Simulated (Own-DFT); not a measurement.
# How strain changes the stress of wurtzite AlGaN with randomly placed atoms, 72 atoms (Al9Ga27N36)

Calculated results; nothing here was measured. The program, named Own-DFT, is a retired in-house plane-wave density functional code that no person has reviewed. Each row is one single-point run on a periodic cell that was not relaxed, without spin or spin-orbit coupling.

Settings of every run: PBE; PseudoDojo norm-conserving scalar-relativistic files (stringent for Ga); cutoff 96 hartree; 4 x 4 x 3 k mesh centred on Gamma; Gaussian smearing of 0.01 eV.

Known limits: forces on such cells passed a denser k mesh, each cell not checked; stress not checked against mesh or cutoff.

Unstrained cell vectors in Å: (9.509, 0.000, 0.000); (-4.755, 8.235, 0.000); (0.000, 0.000, 10.268). The unstrained cell has measured lattice constants (interpolated for alloys), not those of this functional. That, the random moves and any unrelaxed bonds set the pressure at no strain. Each run strains this cell uniformly, with the atoms carried along. Every atom was also moved at random, by a Gaussian of width 0.05 Å on each axis. The random placing of the alloy's atoms differs from row to row. Strain is the symmetric tensor, in per cent. Stress is positive in tension, and the pressure is minus a third of its trace.

| run | e_xx (%) | e_yy (%) | e_zz (%) | s_xx (GPa) | s_yy (GPa) | s_zz (GPa) | P (GPa) | E (meV/atom) |
|---|---|---|---|---|---|---|---|---|
| 1 | -1.75 | -1.75 | 0.00 | -16.45 | -18.20 | -8.80 | 14.48 | 35.9 |
| 2 | -2.50 | -2.50 | 0.00 | -21.41 | -23.12 | -11.31 | 18.61 | 57.8 |
| 3 | 1.00 | 1.00 | 0.00 | -1.67 | -2.88 | -5.52 | 3.35 | 18.4 |
| 4 | -0.75 | -0.75 | 0.00 | -10.09 | -13.35 | -7.61 | 10.35 | 25.8 |
| 5 | 2.50 | 2.50 | 0.00 | 5.27 | 5.53 | -3.70 | -2.37 | 0.0 |
| 6 | -2.25 | -2.25 | 0.00 | -21.49 | -21.57 | -10.65 | 17.91 | 61.3 |
| 7 | -0.50 | -0.50 | 0.00 | -9.14 | -9.55 | -7.40 | 8.69 | 9.2 |
| 8 | 1.75 | 1.75 | 0.00 | 1.21 | 3.05 | -5.66 | 0.47 | 1.7 |
| 9 | 1.50 | 1.50 | 0.00 | ? | ? | ? | ? | ? |

E is the free energy for each atom above the lowest run shown.

## Worked fit

The change of volume is close to e_xx + e_yy + e_zz. A straight line through the runs shown gives P = 7.69 - 210 x (fractional change of volume) GPa, with an error of 7 on the slope and a scatter of 0.72 GPa. The strain isn't the same on all axes and the cell isn't cubic, so the slope belongs to this path and is not the bulk modulus.

## Withheld run

Question: what pressure should run 9 give? Its volume changes by 3.02 %.

The line gives 1.4 GPa. The calculation gave 1.27 GPa.
